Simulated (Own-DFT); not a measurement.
# Strain and stress in grey tin, 32 atoms (Sn32)

All numbers below are calculated, not measured. The program, named Own-DFT, is a retired in-house plane-wave density functional code that no person has reviewed. Each row is one single-point run on a periodic cell that was not relaxed, without spin or spin-orbit coupling.

Settings of every run: PBE; PseudoDojo norm-conserving scalar-relativistic files; cutoff 42 hartree; 3 x 3 x 5 k mesh centred on Gamma; cold (Marzari-Vanderbilt) smearing of 0.2 eV.

Known limits: forces on such cells failed a check on a denser k mesh; stress not checked against mesh or cutoff.

Unstrained cell vectors in Å: (12.978, 0.000, 0.000); (0.000, 12.978, 0.000); (0.000, 0.000, 6.489). The unstrained cell has measured lattice constants (interpolated for alloys), not those of this functional. That, the random moves and any unrelaxed bonds set the pressure at no strain. Each run strains this cell uniformly, with the atoms carried along. Every atom was also moved at random, by a Gaussian of width 0.05 Å on each axis. Strain is the symmetric tensor, in per cent. Stress is positive in tension, and the pressure is minus a third of its trace.

```
run,e_xx (%),e_yy (%),e_zz (%),e_yz (%),e_xz (%),e_xy (%),s_xx (GPa),s_yy (GPa),s_zz (GPa),s_yz (GPa),s_xz (GPa),s_xy (GPa),P (GPa),E (meV/atom)
1,1.95,-0.67,-0.62,1.62,-1.12,-1.26,-3.03,-3.81,-3.76,1.92,-1.21,-1.92,3.53,32.1
2,-1.97,1.17,-0.75,1.27,-0.67,-0.70,-5.10,-4.14,-4.70,1.22,-0.84,-1.12,4.65,48.8
3,-0.80,-0.88,-0.73,1.34,-1.24,1.66,-5.15,-5.18,-5.13,1.61,-1.88,2.34,5.15,54.6
4,1.97,1.51,-0.30,-1.21,-1.47,0.25,-1.86,-2.13,-2.58,-1.98,-1.09,-0.27,2.19,8.6
5,-0.65,-1.06,-1.90,1.01,-0.53,0.84,-5.54,-5.70,-6.03,0.89,-0.88,1.21,5.76,59.5
6,1.47,-1.00,1.23,0.26,0.83,-0.95,-2.65,-3.25,-2.71,0.41,1.19,-0.56,2.87,16.8
7,0.23,-1.64,0.10,1.47,-1.20,-0.85,-4.33,-4.73,-4.43,1.63,-1.76,-0.62,4.50,44.4
8,0.11,-0.91,0.19,-1.43,1.90,0.95,-4.10,-4.39,-4.00,-1.63,2.28,1.67,4.16,38.8
9,-0.12,-1.88,1.60,1.63,0.96,1.72,-4.09,-4.64,-3.60,2.43,1.27,1.40,4.11,45.0
10,-1.58,-0.64,1.87,-0.23,1.50,-1.76,-4.38,-4.27,-3.52,0.24,2.35,-2.32,4.06,43.1
11,-0.35,-0.75,-1.41,0.54,1.10,0.83,-4.86,-4.89,-5.13,0.69,1.12,0.45,4.96,36.2
12,-0.09,-0.31,1.36,1.09,-0.50,0.78,-3.27,-3.39,-2.84,1.36,-0.56,1.23,3.17,12.0
13,-0.12,0.73,1.78,1.07,-1.09,0.75,-2.94,-2.67,-2.43,2.20,-1.18,0.73,2.68,23.0
14,-0.12,1.85,1.71,-1.99,0.00,0.98,-2.32,-1.83,-1.82,-1.68,-0.20,0.30,1.99,0.0
15,1.13,0.85,1.44,-1.50,-1.44,-1.99,-2.29,-2.33,-2.16,-1.40,-1.52,-1.73,2.26,22.7
16,-1.53,-1.22,-0.17,-1.16,0.07,0.50,-5.39,-5.26,-5.04,-1.29,0.36,1.03,5.23,42.0
17,-1.04,1.70,-0.63,0.24,1.79,1.81,?,?,?,?,?,?,?,?
```

E is the free energy for each atom above the lowest run shown.

## Worked fit

Each stress component was fitted by least squares to a constant and the strains of the runs shown, as fractions, with shears doubled. Shear strains stay in the fit of a normal stress only where such slopes are resolved. The slopes, in GPa:

| stress | at no strain | per e_xx | per e_yy | per e_zz | scatter |
|---|---|---|---|---|---|
| s_xx | -3.8 | 69 ± 2 | 42 ± 2 | 42 ± 2 | 0.11 |
| s_yy | -3.8 | 41 ± 3 | 69 ± 3 | 41 ± 3 | 0.12 |
| s_zz | -3.8 | 42 ± 3 | 42 ± 3 | 70 ± 2 | 0.12 |

Each shear stress against twice its own strain: yz 60 ± 4, xz 62 ± 5, xy 55 ± 6 GPa. These are stiffnesses along x, y and z of the frame in which the cell vectors are given, which need not be the crystal's axes. The atoms are held to the strained lattice; where symmetry lets them move under strain, relaxing them would lower some slopes. The table should be nearly symmetric about its diagonal, and what it lacks of that shows the noise. A ninth of its sum, 51 ± 1 GPa, estimates the bulk modulus near the mean pressure of these runs, 3.8 GPa, so it lies above the value at zero pressure.

## Withheld run

Question: what normal stresses and pressure should run 17 give?

The fit gives s_xx = -4.1, s_yy = -3.3, s_zz = -4.0 and P = 3.8 GPa. The calculation gave -4.12, -3.27, -3.97 and P = 3.79 GPa.
